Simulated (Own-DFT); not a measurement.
SiC (2H silicon carbide, atoms displaced) (calculated)

Computed with Own-DFT development build. A calculation, not a measurement: plane-wave PBE density functional theory by an unreviewed code, no spin, of a simulated periodic cell, stress positive in tension, free energy of the whole cell less one offset for each atom, forces on such cells passed a denser k mesh, this cell's mesh not checked; offsets are fitted by least squares, one for each functional and potential file, so energies compare only between cells with the same atoms and settings and are not formation energies; the far tail of each file's local potential was reset to the Coulomb form; each entry is a single point on an unrelaxed cell, so the pressure reflects the starting lattice, mostly measured values (interpolated for alloys), from which strain is counted, and rises with the displacements; printed positions are rounded, which can move forces by about a meV/angstrom; the program, named Own-DFT, is a retired in-house code; no spin-orbit coupling.

Common to all runs: functional PBE; potential files PseudoDojo norm-conserving, scalar-relativistic, standard set; wave cutoff 42 hartree; occupations Fermi-Dirac; smearing width 0.1 eV; hardware one NVIDIA H100; k mesh 4 x 4 x 3 centred on Gamma.

(1) SiC (2H silicon carbide, atoms displaced)

```
SiC
1.0
      9.2481     0.0000     0.0000
     -4.6241     8.0091     0.0000
      0.0000     0.0000    10.0681
Si C Si C Si C Si C Si C Si C Si C Si C Si C Si C Si C Si C Si C Si C Si C Si C Si C Si C
2 2 2 2 2 2 2 2 2 2 2 2 2 2 2 2 2 2 2 2 2 2 2 2 2 2 2 2 2 2 2 2 2 2 2 2
Direct
  0.00271 0.99981 0.00287
  0.10746 0.22220 0.25435
  0.00314 0.99916 0.19057
  0.11280 0.22340 0.43404
  0.99692 0.00145 0.49654
  0.11324 0.21858 0.74601
  0.99638 0.99657 0.68787
  0.11418 0.22243 0.93634
  0.00192 0.32732 0.99689
  0.10423 0.55007 0.25116
  0.00226 0.33483 0.18875
  0.11023 0.55856 0.43745
  0.00067 0.32943 0.49939
  0.11592 0.55649 0.75026
  0.99863 0.33179 0.68571
  0.10834 0.55503 0.94193
  0.00187 0.66963 0.00382
  0.11113 0.89413 0.24446
  0.00019 0.66382 0.18361
  0.11422 0.88873 0.43812
  0.99577 0.66526 0.50329
  0.11365 0.88953 0.75522
  0.00181 0.66581 0.68990
  0.10901 0.88612 0.93934
  0.32678 0.99689 0.00020
  0.44633 0.22116 0.25525
  0.32463 0.99141 0.18144
  0.43995 0.22551 0.44072
  0.33603 0.99622 0.50384
  0.44170 0.22263 0.74793
  0.33283 0.00446 0.68944
  0.44581 0.22323 0.93845
  0.32822 0.32818 0.00375
  0.44412 0.55383 0.25145
  0.33318 0.33275 0.18929
  0.44785 0.55221 0.43879
  0.33305 0.33362 0.49894
  0.44324 0.55901 0.75071
  0.32987 0.33245 0.69076
  0.44269 0.55719 0.94007
  0.33408 0.66763 0.00249
  0.44377 0.88523 0.24707
  0.33418 0.66624 0.18623
  0.44968 0.88668 0.43979
  0.33155 0.67192 0.49987
  0.44448 0.89215 0.74633
  0.33256 0.66469 0.68590
  0.44024 0.88507 0.93847
  0.66906 0.00051 0.00464
  0.77680 0.21258 0.25012
  0.66472 0.99639 0.18613
  0.77742 0.21615 0.44009
  0.66950 0.00169 0.50043
  0.77488 0.21997 0.75511
  0.66216 0.99187 0.68699
  0.76923 0.21854 0.93951
  0.67136 0.34004 0.00100
  0.77692 0.55769 0.25082
  0.66367 0.33302 0.18746
  0.77876 0.56230 0.43739
  0.66257 0.33285 0.49723
  0.78711 0.56222 0.74572
  0.66766 0.33236 0.68327
  0.77547 0.55290 0.94110
  0.66755 0.66039 0.99700
  0.78337 0.88856 0.24848
  0.66982 0.67222 0.18533
  0.77457 0.88717 0.43608
  0.66527 0.66769 0.49922
  0.78616 0.89070 0.74839
  0.66339 0.66981 0.68841
  0.77825 0.89338 0.93758
```

| Quantity | Value |
| --- | --- |
| free energy of cell above offsets | -10.435 eV |
| pressure | 3.8 GPa |
| stress xx | -3.06 GPa |
| stress yy | -2.51 GPa |
| stress zz | -5.85 GPa |
| stress yz | 0.17 GPa |
| stress xz | 0.46 GPa |
| stress xy | -0.25 GPa |
| wall time | 351.3 s |

Force:
```csv
element,x (eV/Å),y (eV/Å),z (eV/Å)
Si,-0.927,0.063,-0.69
Si,1.07,0.357,-1.525
C,-1.143,1.016,-0.651
C,-0.25,-0.255,1.43
Si,1.103,-0.698,0.368
Si,-1.27,0.323,0.677
C,1.526,0.647,-0.654
C,-0.239,-0.91,-0.038
Si,-1.348,0.897,0.439
Si,0.791,1.426,-0.377
C,-0.379,-1.344,-0.396
C,-0.026,-0.793,0.331
Si,-0.653,0.929,0.096
Si,-0.603,-0.734,0.472
C,0.336,-0.186,0.835
C,0.588,-0.274,-0.791
Si,-0.172,-1.272,-1.026
Si,1.271,-2.049,1.729
C,-0.75,0.571,1.641
C,-0.576,0.147,-0.165
Si,0.607,0.678,-0.808
Si,-0.531,-0.219,-1.154
C,0.607,0.842,-0.121
C,-0.357,0.362,-0.025
Si,1.58,0.74,-0.877
Si,-0.852,-0.452,-1.41
C,1.183,1.441,1.804
C,1.476,-1.363,-0.24
Si,-0.88,0.562,-0.926
Si,0.761,0.921,0.817
C,0.328,-0.834,-0.075
C,-0.348,-0.23,-0.079
Si,1.025,1.171,-0.659
Si,0.129,0.459,-0.521
C,-0.149,-0.46,0.512
C,-1.477,0.652,-0.102
Si,-0.506,0.273,0.804
Si,0.408,-0.586,0.454
C,0.575,0.559,-1.076
C,0.436,-0.705,-0.266
Si,-0.254,-0.29,-0.583
Si,-0.628,0.013,0.343
C,-0.311,-0.673,1.153
C,-0.957,0.946,-0.78
Si,1.075,-1.591,-0.221
Si,0.266,-0.839,1.264
C,-0.448,0.858,0.098
C,0.18,0.82,-0.241
Si,-1.157,-0.641,-1.589
Si,-0.788,1.521,-0.027
C,0.58,-0.014,0.863
C,-0.604,1.158,-0.865
Si,0.017,-0.847,0.413
Si,0.116,-0.292,-1.445
C,0.562,1.373,0.248
C,1.415,0.618,0.344
Si,-0.762,-1.724,0.103
Si,0.314,-0.06,-0.597
C,0.919,-0.16,0.921
C,0.239,-1.128,0.238
Si,0.874,0.325,0.158
Si,-1.863,-1.595,0.936
C,-0.356,0.416,0.883
C,1.107,1.066,-1.45
Si,-1.471,1.49,0.354
Si,-1.16,-0.181,0.127
C,0.07,-1.097,0.303
C,0.486,0.46,-0.061
Si,0.062,0.091,0.469
Si,-2.378,-0.526,0.836
C,1.353,-0.4,-0.147
C,1.136,-0.771,0.192
```

(2) SiC (2H silicon carbide, atoms displaced)

```
SiC
1.0
      9.2481     0.0000     0.0000
     -4.6241     8.0091     0.0000
      0.0000     0.0000    10.0681
Si C Si C Si C Si C Si C Si C Si C Si C Si C Si C Si C Si C Si C Si C Si C Si C Si C Si C
2 2 2 2 2 2 2 2 2 2 2 2 2 2 2 2 2 2 2 2 2 2 2 2 2 2 2 2 2 2 2 2 2 2 2 2
Direct
  0.99392 0.00080 0.00439
  0.11398 0.22958 0.25139
  0.99684 0.99850 0.18925
  0.10729 0.21589 0.44403
  0.00715 0.99983 0.50159
  0.10865 0.22029 0.75590
  0.00401 0.99864 0.68557
  0.10967 0.22406 0.94061
  0.99796 0.33499 0.99979
  0.10806 0.55871 0.25361
  0.00036 0.33501 0.18396
  0.11287 0.55226 0.43922
  0.00428 0.33444 0.49976
  0.10704 0.55060 0.74703
  0.00481 0.33740 0.68648
  0.10950 0.55355 0.93696
  0.00260 0.66577 0.00378
  0.10618 0.88472 0.24860
  0.00216 0.66654 0.18698
  0.11262 0.89146 0.43520
  0.00079 0.66845 0.50002
  0.11406 0.88584 0.75652
  0.00419 0.66409 0.68402
  0.11700 0.89255 0.94015
  0.33309 0.00552 0.00253
  0.44203 0.22323 0.24939
  0.32797 0.00262 0.19296
  0.45036 0.22164 0.43304
  0.33875 0.00121 0.50672
  0.44661 0.22287 0.74555
  0.33712 0.00632 0.68801
  0.43985 0.21738 0.93235
  0.33410 0.33422 0.00019
  0.44708 0.56172 0.25025
  0.32890 0.32712 0.18611
  0.44702 0.55427 0.43308
  0.33429 0.33370 0.50127
  0.44157 0.55383 0.74548
  0.32839 0.33056 0.68160
  0.44614 0.55413 0.93841
  0.33679 0.66752 0.00758
  0.44357 0.88814 0.25771
  0.32993 0.66688 0.18558
  0.44628 0.89187 0.43881
  0.33804 0.67125 0.50165
  0.44780 0.89097 0.75896
  0.32678 0.66382 0.68811
  0.44948 0.89272 0.93934
  0.66719 0.00285 0.00211
  0.76957 0.22396 0.25070
  0.66493 0.99968 0.18957
  0.77848 0.22230 0.43744
  0.66090 0.99789 0.49496
  0.77852 0.22283 0.75570
  0.66332 0.99277 0.68517
  0.77994 0.22673 0.93564
  0.66616 0.33290 0.00047
  0.78281 0.56152 0.25437
  0.67207 0.33245 0.18698
  0.77385 0.55255 0.44062
  0.66604 0.33365 0.50454
  0.77683 0.54975 0.75242
  0.66861 0.33308 0.68601
  0.77248 0.55677 0.93993
  0.67040 0.66739 0.99892
  0.77701 0.88844 0.25500
  0.66938 0.66707 0.18793
  0.77640 0.88737 0.43911
  0.66898 0.66311 0.49596
  0.77661 0.88821 0.75110
  0.67528 0.67311 0.68845
  0.77321 0.87941 0.93398
```

| Property | Result |
| --- | --- |
| free energy of cell above offsets | -10.117 eV |
| pressure | 3.93 GPa |
| stress xx | -1.69 GPa |
| stress yy | -2.31 GPa |
| stress zz | -7.78 GPa |
| stress yz | 0.3 GPa |
| stress xz | -0.23 GPa |
| stress xy | 0.51 GPa |
| wall time | 351.8 s |

Force:
```csv
element,x (eV/Å),y (eV/Å),z (eV/Å)
Si,0.884,-0.355,-0.823
Si,-0.466,-1.51,0.199
C,-0.137,0.412,0.323
C,0.575,1.461,-1.467
Si,-1.502,-0.575,-0.062
Si,0.264,-0.102,-1.441
C,-0.364,-0.084,1.53
C,-0.005,-0.38,0.025
Si,0.573,0.244,0.005
Si,1.135,-1.106,-0.659
C,-0.68,0.091,1.319
C,-0.366,1.127,-0.246
Si,-0.62,-0.925,0.21
Si,0.415,0.848,0.788
C,-0.62,-1.621,0.535
C,0.321,0.669,0.167
Si,-0.502,0.162,-1.349
Si,0.054,1.224,0.221
C,-0.671,0.1,0.799
C,0.89,-0.76,0.583
Si,0.21,-0.188,-0.212
Si,-0.523,0.38,-1.371
C,-1.03,0.301,1.238
C,-1.132,-0.765,0.606
Si,0.881,-0.875,0.305
Si,0.779,0.02,-0.104
C,1.178,-0.563,-0.736
C,-0.987,0.149,1.608
Si,-1.044,0.202,-1.692
Si,-0.742,0.517,0.38
C,0.452,-1.409,0.86
C,0.399,1.331,0.814
Si,-0.063,-0.306,-0.361
Si,0.128,-1.253,-0.929
C,0.292,1.737,0.407
C,-0.608,0.322,1.203
Si,0.069,-0.558,-1.414
Si,0.626,0.437,0.535
C,0.773,0.417,1.834
C,-0.412,0.26,-0.076
Si,-0.413,-0.119,-2.575
Si,-0.669,0.469,-2.138
C,0.29,0.336,2.155
C,-0.55,-0.908,0.422
Si,-0.025,-0.893,-0.126
Si,-0.363,-0.508,-1.992
C,0.941,0.901,0.249
C,-0.831,-0.368,1.257
Si,0.57,-0.474,-0.216
Si,2.676,-0.7,0.267
C,-0.092,-0.004,0.218
C,-0.203,0.295,0.377
Si,1.834,0.697,1.247
Si,0.482,-0.599,-2.373
C,-0.213,1.3,0.623
C,-0.138,-0.7,1.142
Si,-0.529,0.156,-0.238
Si,-0.306,-1.295,-0.81
C,-2.417,1.114,-0.177
C,1.391,0.291,-0.482
Si,0.685,-0.432,-1.466
Si,-0.168,1.525,-0.524
C,-0.122,-0.232,1.085
C,2.077,-0.664,-0.213
Si,-1.237,-0.519,0.498
Si,0.001,0.335,-0.757
C,-0.295,0.196,0.06
C,0.377,0.101,0.162
Si,-0.978,1.076,1.293
Si,0.801,0.316,-1.096
C,-0.713,-1.975,-0.585
C,-0.289,2.206,1.163
```

(3) SiC (2H silicon carbide, atoms displaced)

```
SiC
1.0
      9.2481     0.0000     0.0000
     -4.6241     8.0091     0.0000
      0.0000     0.0000    10.0681
Si C Si C Si C Si C Si C Si C Si C Si C Si C Si C Si C Si C Si C Si C Si C Si C Si C Si C
2 2 2 2 2 2 2 2 2 2 2 2 2 2 2 2 2 2 2 2 2 2 2 2 2 2 2 2 2 2 2 2 2 2 2 2
Direct
  0.00258 0.00060 0.99841
  0.11225 0.22165 0.25566
  0.00266 0.00407 0.18876
  0.10916 0.22526 0.43325
  0.00666 0.99969 0.50227
  0.11331 0.22574 0.74782
  0.99712 0.00170 0.68372
  0.11360 0.21814 0.93133
  0.99835 0.32879 0.00420
  0.10307 0.55447 0.24901
  0.99588 0.33070 0.18522
  0.11033 0.56142 0.43934
  0.00485 0.33652 0.50050
  0.10937 0.55357 0.75421
  0.00354 0.33162 0.68322
  0.10872 0.55549 0.93551
  0.00002 0.66491 0.00394
  0.10815 0.88978 0.25274
  0.99729 0.66678 0.18654
  0.11466 0.89125 0.43988
  0.99822 0.66402 0.50015
  0.10956 0.88469 0.75205
  0.99958 0.66800 0.69005
  0.11043 0.89081 0.94086
  0.33057 0.00237 0.00106
  0.44214 0.22432 0.25043
  0.33431 0.00312 0.18528
  0.43927 0.22242 0.43643
  0.33728 0.00135 0.50486
  0.44692 0.22410 0.74911
  0.33219 0.99760 0.68335
  0.44505 0.21958 0.93664
  0.33587 0.33281 0.00009
  0.44876 0.55366 0.25155
  0.33732 0.33546 0.19214
  0.44094 0.55528 0.43947
  0.33702 0.33072 0.49636
  0.44248 0.55454 0.75113
  0.33629 0.33744 0.68898
  0.44601 0.55424 0.93594
  0.33751 0.66870 0.00236
  0.44353 0.88779 0.25028
  0.33354 0.66367 0.18937
  0.44663 0.88697 0.43236
  0.33157 0.66290 0.50006
  0.43829 0.88117 0.74521
  0.33944 0.67220 0.68582
  0.45126 0.89227 0.94306
  0.66297 0.99836 0.99739
  0.77909 0.22177 0.24843
  0.66575 0.99609 0.19250
  0.78029 0.22757 0.43718
  0.66598 0.99707 0.49868
  0.77987 0.22097 0.74909
  0.66430 0.99393 0.68833
  0.77741 0.22117 0.94258
  0.66884 0.33099 0.99986
  0.78198 0.55712 0.25202
  0.66828 0.33993 0.19212
  0.77887 0.55734 0.43774
  0.66633 0.33127 0.50234
  0.77508 0.55548 0.75357
  0.67213 0.33953 0.69093
  0.77411 0.55630 0.93533
  0.66605 0.66101 0.99790
  0.78165 0.89291 0.24740
  0.66883 0.66237 0.18978
  0.77566 0.89067 0.44236
  0.66656 0.66814 0.50708
  0.77884 0.88959 0.74890
  0.66629 0.67157 0.69033
  0.77193 0.88503 0.93962
```

| Item | Value |
| --- | --- |
| free energy of cell above offsets | -10.556 eV |
| pressure | 3.88 GPa |
| stress xx | -2.71 GPa |
| stress yy | -2.41 GPa |
| stress zz | -6.52 GPa |
| stress yz | -0.65 GPa |
| stress xz | 0.41 GPa |
| stress xy | 0.86 GPa |
| wall time | 371.1 s |

Force:
```csv
element,x (eV/Å),y (eV/Å),z (eV/Å)
Si,-1.154,-0.195,0.261
Si,-0.259,0.613,-1.94
C,0.084,-0.21,-0.311
C,1.078,-0.465,1.984
Si,-1.799,0.25,-0.97
Si,0.507,-0.819,-0.354
C,1.249,0.002,1.446
C,-0.674,0.796,1.519
Si,0.508,0.385,-1.534
Si,1.606,0.087,0.203
C,0.891,0.369,1.159
C,0.695,-1.038,-0.468
Si,-0.953,-0.046,-0.844
Si,0.183,0.38,-1.525
C,-0.728,0.621,1.254
C,0.741,-0.284,1.491
Si,-0.64,0.294,-1.348
Si,0.893,0.319,-0.416
C,0.407,0.471,0.652
C,0.166,-0.567,-0.145
Si,-0.483,0.919,0.603
Si,-0.55,1.043,-0.384
C,0.09,-0.762,-0.113
C,0.539,-0.888,-0.512
Si,1.096,-0.482,-0.247
Si,1.171,-0.392,-0.191
C,-0.251,-0.412,0.989
C,1.85,-0.6,0.525
Si,-0.044,-0.523,-2.258
Si,-0.061,-0.33,0.089
C,-0.013,0.416,1.947
C,0.011,0.489,0.158
Si,-0.231,-0.075,0.012
Si,-0.657,0.787,0.169
C,-1.025,-0.413,-1.032
C,1.113,-0.326,0.03
Si,-1.87,1.039,0.893
Si,0.35,0.726,-0.355
C,0.182,-0.79,-0.789
C,-0.577,-0.141,0.643
Si,-0.304,-0.341,-0.238
Si,-0.069,-0.024,-0.707
C,-0.496,-0.127,0.04
C,-0.743,0.19,1.678
Si,-0.237,0.957,-0.533
Si,0.718,2.124,1.554
C,-0.972,-2.305,0.332
C,-2.331,-1.021,-1.571
Si,1.338,0.322,1.395
Si,-0.989,-0.257,0.463
C,-0.386,0.767,-1.25
C,0.319,-0.815,0.387
Si,-0.231,0.955,0.096
Si,-0.164,-0.278,0.196
C,-0.671,1.046,-0.16
C,0.536,-0.008,-1.123
Si,-0.928,0.612,0.56
Si,-0.915,-0.116,0.099
C,0.44,-1.318,-0.853
C,-0.334,-0.24,0.759
Si,-0.207,0.76,-0.618
Si,0.231,0.914,-0.902
C,-0.174,-1.235,-0.456
C,1.48,-0.659,0.983
Si,-0.716,0.923,0.915
Si,-0.211,-1.175,1.074
C,-0.286,0.949,-0.532
C,1.627,-0.389,-0.988
Si,-0.098,0.063,-1.475
Si,-0.224,0.142,0.584
C,0.496,-1.166,0.323
C,1.062,0.505,-0.323
```

(4) SiC (2H silicon carbide, atoms displaced)

```
SiC
1.0
      9.2481     0.0000     0.0000
     -4.6241     8.0091     0.0000
      0.0000     0.0000    10.0681
Si C Si C Si C Si C Si C Si C Si C Si C Si C Si C Si C Si C Si C Si C Si C Si C Si C Si C
2 2 2 2 2 2 2 2 2 2 2 2 2 2 2 2 2 2 2 2 2 2 2 2 2 2 2 2 2 2 2 2 2 2 2 2
Direct
  0.00231 0.99896 0.99866
  0.11599 0.22066 0.25189
  0.00038 0.99715 0.18492
  0.11181 0.22561 0.43497
  0.99020 0.99487 0.49998
  0.11384 0.22594 0.75095
  0.00460 0.00065 0.68569
  0.11096 0.22257 0.93838
  0.00851 0.33534 0.99623
  0.11466 0.55135 0.24785
  0.00015 0.33181 0.18536
  0.11853 0.55820 0.43369
  0.99622 0.33050 0.50514
  0.11438 0.55609 0.74985
  0.99951 0.32970 0.68799
  0.10265 0.55695 0.93779
  0.99834 0.66386 0.00081
  0.11959 0.89127 0.25234
  0.99864 0.66735 0.18920
  0.10724 0.88830 0.43722
  0.99554 0.66625 0.49739
  0.11059 0.89147 0.75120
  0.00410 0.66805 0.68904
  0.11414 0.88203 0.93609
  0.32900 0.00223 0.99803
  0.44066 0.21613 0.24996
  0.33437 0.00127 0.18616
  0.43445 0.22024 0.43616
  0.33761 0.00223 0.49685
  0.44824 0.22486 0.74798
  0.33274 0.00275 0.69170
  0.44600 0.22320 0.93824
  0.32946 0.33281 0.00236
  0.44356 0.54707 0.25058
  0.32926 0.32823 0.18960
  0.43995 0.55688 0.43988
  0.34042 0.33767 0.50125
  0.44248 0.55461 0.74974
  0.33137 0.33578 0.69272
  0.44617 0.55144 0.93129
  0.33622 0.67069 0.00167
  0.44344 0.88054 0.24567
  0.33200 0.66809 0.18460
  0.43889 0.88592 0.43532
  0.33223 0.66514 0.50163
  0.44513 0.88292 0.74404
  0.33078 0.66693 0.68470
  0.43721 0.88531 0.94012
  0.66408 0.99473 0.99871
  0.77847 0.22060 0.25673
  0.66978 0.99740 0.19018
  0.77957 0.22080 0.43730
  0.66684 0.00070 0.49385
  0.78017 0.22380 0.74854
  0.66636 0.00503 0.68185
  0.77974 0.21990 0.93810
  0.67097 0.33790 0.00167
  0.78946 0.55976 0.24872
  0.66391 0.32690 0.18624
  0.78869 0.56164 0.43579
  0.66118 0.32955 0.49551
  0.77342 0.55866 0.75262
  0.66688 0.33441 0.68698
  0.77670 0.55441 0.93501
  0.67705 0.68217 0.00484
  0.77424 0.89044 0.25429
  0.67402 0.66955 0.18618
  0.78233 0.88968 0.43753
  0.66805 0.66649 0.50655
  0.77813 0.89025 0.74634
  0.66506 0.66769 0.68811
  0.76828 0.88392 0.94100
```

| Item | Value |
| --- | --- |
| free energy of cell above offsets | -9.530 eV |
| pressure | 4.1 GPa |
| stress xx | -2.42 GPa |
| stress yy | -3.47 GPa |
| stress zz | -6.42 GPa |
| stress yz | 0.15 GPa |
| stress xz | 0.2 GPa |
| stress xy | -0.34 GPa |
| wall time | 365.2 s |

Force:
```csv
element,x (eV/Å),y (eV/Å),z (eV/Å)
Si,-0.389,-0.386,0.2
Si,-1.838,-0.556,-0.562
C,0.075,0.259,0.839
C,0.177,-0.691,1.492
Si,2.519,1.892,-0.319
Si,-0.037,-0.968,-0.189
C,-1.301,0.215,0.78
C,0.624,-0.548,-0.523
Si,-2.107,-0.225,0.884
Si,-1.106,0.198,0.037
C,0.447,-0.242,0.351
C,-1.476,-0.825,1
Si,1.164,1.039,-1.646
Si,-1.243,-0.059,0.154
C,-0.047,0.78,0.424
C,2.615,-0.527,-0.245
Si,-0.704,0.249,0.082
Si,-1.662,-0.552,-0.534
C,2.115,0.346,-0.643
C,0.59,0.4,0.39
Si,2.687,0.772,0.98
Si,1.035,-0.797,-0.598
C,-1.034,-0.231,-0.461
C,-1.889,0.919,0.314
Si,1.293,0.029,0.037
Si,0.293,0.945,-0.584
C,0.663,-0.762,0.081
C,1.949,0.392,-0.085
Si,-1.629,-0.951,1.218
Si,-0.503,-0.324,0.945
C,0.776,-0.32,-1.165
C,-0.32,0.239,0.063
Si,1.336,0.199,-0.779
Si,-0.096,1.527,-0.321
C,0.895,0.548,-0.398
C,1.935,0.05,-0.281
Si,-2.33,-0.584,0.454
Si,-0.069,0.389,-0.149
C,1.04,-0.174,-1.317
C,-0.68,1.172,2.223
Si,-0.258,-1.409,-1.278
Si,-0.464,1.679,0.502
C,1.254,-1.379,0.466
C,1.132,0.325,-0.102
Si,-0.57,0.369,-0.742
Si,-1.19,1.597,1.291
C,0.89,-0.578,0.552
C,0.97,0.844,-0.9
Si,-1.025,1.209,0.514
Si,0.24,0.195,-2.42
C,-1.192,0.327,-0.239
C,-0.885,0.267,0.747
Si,-0.268,-0.651,0.531
Si,-0.698,-0.117,0.661
C,0.713,-0.861,0.409
C,-0.116,0.168,-0.202
Si,-0.103,-1.236,-0.624
Si,-1.951,-1.159,0.082
C,0.185,0.99,1.29
C,-2.613,-1.875,0.09
Si,0.549,0.886,0.495
Si,1.668,-0.393,-0.822
C,0.072,0.408,-0.524
C,-0.34,1.038,1.254
Si,-0.316,-4.234,-0.861
Si,2.03,-0.548,-1.111
C,-0.843,-0.598,1.422
C,-1.976,-0.929,0.423
Si,-0.044,-0.083,-2.002
Si,-0.237,0.418,0.604
C,-0.121,0.12,0.337
C,1.735,2.374,-1.995
```

(5) SiC (2H silicon carbide, atoms displaced)

```
SiC
1.0
      9.2481     0.0000     0.0000
     -4.6241     8.0091     0.0000
      0.0000     0.0000    10.0681
Si C Si C Si C Si C Si C Si C Si C Si C Si C Si C Si C Si C Si C Si C Si C Si C Si C Si C
2 2 2 2 2 2 2 2 2 2 2 2 2 2 2 2 2 2 2 2 2 2 2 2 2 2 2 2 2 2 2 2 2 2 2 2
Direct
  0.00266 0.99739 0.99971
  0.11437 0.22396 0.24893
  0.00104 0.01290 0.19494
  0.11147 0.21815 0.43773
  0.00037 0.99931 0.49737
  0.11275 0.21570 0.74461
  0.00251 0.99880 0.68194
  0.11366 0.22054 0.93294
  0.99411 0.32613 0.00184
  0.11098 0.55178 0.24641
  0.00195 0.33006 0.18762
  0.11241 0.55547 0.43922
  0.99728 0.33059 0.49846
  0.11217 0.55700 0.74857
  0.99935 0.33808 0.68328
  0.10566 0.55173 0.94058
  0.00170 0.66828 0.00078
  0.10581 0.88528 0.24923
  0.99727 0.66708 0.18555
  0.10905 0.88431 0.43766
  0.99662 0.66795 0.50290
  0.10292 0.88376 0.75413
  0.99787 0.66357 0.68494
  0.10845 0.88785 0.93807
  0.33589 0.00251 0.00532
  0.44734 0.22729 0.24870
  0.33163 0.99928 0.18405
  0.44058 0.22021 0.43182
  0.33227 0.99803 0.49873
  0.44946 0.22370 0.74827
  0.32863 0.99684 0.68355
  0.44535 0.21930 0.92656
  0.33228 0.33554 0.99821
  0.44464 0.55760 0.25072
  0.33537 0.33248 0.18813
  0.44403 0.55562 0.43827
  0.33786 0.33512 0.50117
  0.44599 0.55925 0.74926
  0.32684 0.33147 0.68156
  0.43897 0.55391 0.93670
  0.33386 0.66772 0.99562
  0.43891 0.88637 0.25326
  0.34097 0.66959 0.18934
  0.44228 0.89127 0.43882
  0.33446 0.66492 0.50082
  0.44544 0.88280 0.75042
  0.32780 0.66594 0.69480
  0.45303 0.89046 0.94135
  0.66841 0.00372 0.00216
  0.77784 0.22202 0.24930
  0.67064 0.00114 0.18435
  0.77840 0.21968 0.43426
  0.67036 0.00002 0.49326
  0.77816 0.22242 0.74763
  0.66625 0.99625 0.68478
  0.77958 0.22392 0.93622
  0.66253 0.33207 0.99478
  0.77668 0.55612 0.24920
  0.65901 0.32878 0.18520
  0.77713 0.56080 0.43989
  0.66860 0.33315 0.49945
  0.77365 0.55506 0.75223
  0.65876 0.32615 0.68468
  0.78248 0.56564 0.93936
  0.67117 0.67112 0.99923
  0.77577 0.88945 0.25076
  0.66427 0.66770 0.18360
  0.77852 0.88956 0.43802
  0.67354 0.66976 0.49554
  0.77590 0.89350 0.75010
  0.66876 0.67377 0.68735
  0.77897 0.88689 0.93581
```

| Property | Result |
| --- | --- |
| free energy of cell above offsets | -10.321 eV |
| pressure | 3.9 GPa |
| stress xx | -2.57 GPa |
| stress yy | -2.78 GPa |
| stress zz | -6.35 GPa |
| stress yz | 0.06 GPa |
| stress xz | 0.29 GPa |
| stress xy | -0.06 GPa |
| wall time | 359.2 s |

Force:
```csv
element,x (eV/Å),y (eV/Å),z (eV/Å)
Si,-1.125,0.877,0.546
Si,0.13,0.819,1.098
C,0.925,-3.075,-1.807
C,-0.211,1.006,-0.117
Si,0.487,-0.042,-0.154
Si,-1.343,0.947,0.203
C,-0.97,-0.478,1.021
C,-0.645,-0.275,0.548
Si,1.077,0.856,-0.804
Si,0.082,0.887,0.689
C,-0.78,0.44,-0.024
C,-0.588,-0.19,-0.555
Si,0.897,0.457,-0.269
Si,-1.026,-0.794,0.693
C,0.542,-1.124,0.818
C,0.502,0.329,-0.428
Si,-0.058,-0.299,-0.293
Si,0.051,1.076,0.227
C,0.44,-0.481,0.497
C,-0.119,0.44,-0.389
Si,1.17,-0.353,-0.894
Si,1.128,0.562,-1.51
C,-0.587,0.055,1.378
C,1.19,0.048,0.549
Si,0.196,-0.514,-2.337
Si,-0.6,-1.456,-0.054
C,-0.256,0.176,1.676
C,0.947,0.369,1.172
Si,-0.699,0.355,0.13
Si,-2.107,-1.51,-1.546
C,0.504,-0.051,1.352
C,-0.632,0.52,2.635
Si,0.624,-0.546,-0.22
Si,0.419,-0.469,-0.204
C,-0.502,0.684,-0.613
C,0.724,0.338,-0.003
Si,-0.784,-0.585,-1.121
Si,-0.202,-0.923,-0.214
C,1.79,0.896,1.444
C,1.285,0.439,-0.053
Si,-0.192,-0.168,1.065
Si,0.787,0.763,-0.928
C,-1.506,-0.57,-0.712
C,1.09,-0.626,-0.126
Si,-0.699,0.385,0.296
Si,-1.13,1.682,0.043
C,1.382,-0.061,-1.516
C,-1.581,-0.095,-0.754
Si,0.917,-0.467,-0.727
Si,-0.084,-0.14,-0.634
C,-1.123,-0.051,1.399
C,-0.474,0.587,0.345
Si,-1.044,-0.284,1.139
Si,0.11,-0.249,-0.166
C,-0.579,0.9,-0.195
C,-0.632,-0.275,-0.042
Si,0.463,0.709,0.349
Si,-0.312,-0.23,-0.308
C,1.477,1.044,-0.112
C,1.184,-1.413,-0.917
Si,-0.793,-0.291,-0.7
Si,0.354,0.183,-0.725
C,1.314,1.557,0.327
C,0.04,-1.816,-0.375
Si,-1.279,-0.589,-0.296
Si,0.397,0.224,-0.464
C,0.659,0.14,1.109
C,0.166,-0.178,-0.635
Si,-2.004,0.001,1.317
Si,1.425,-0.309,-0.344
C,0.125,-0.951,-0.27
C,-0.335,1.177,0.483
```
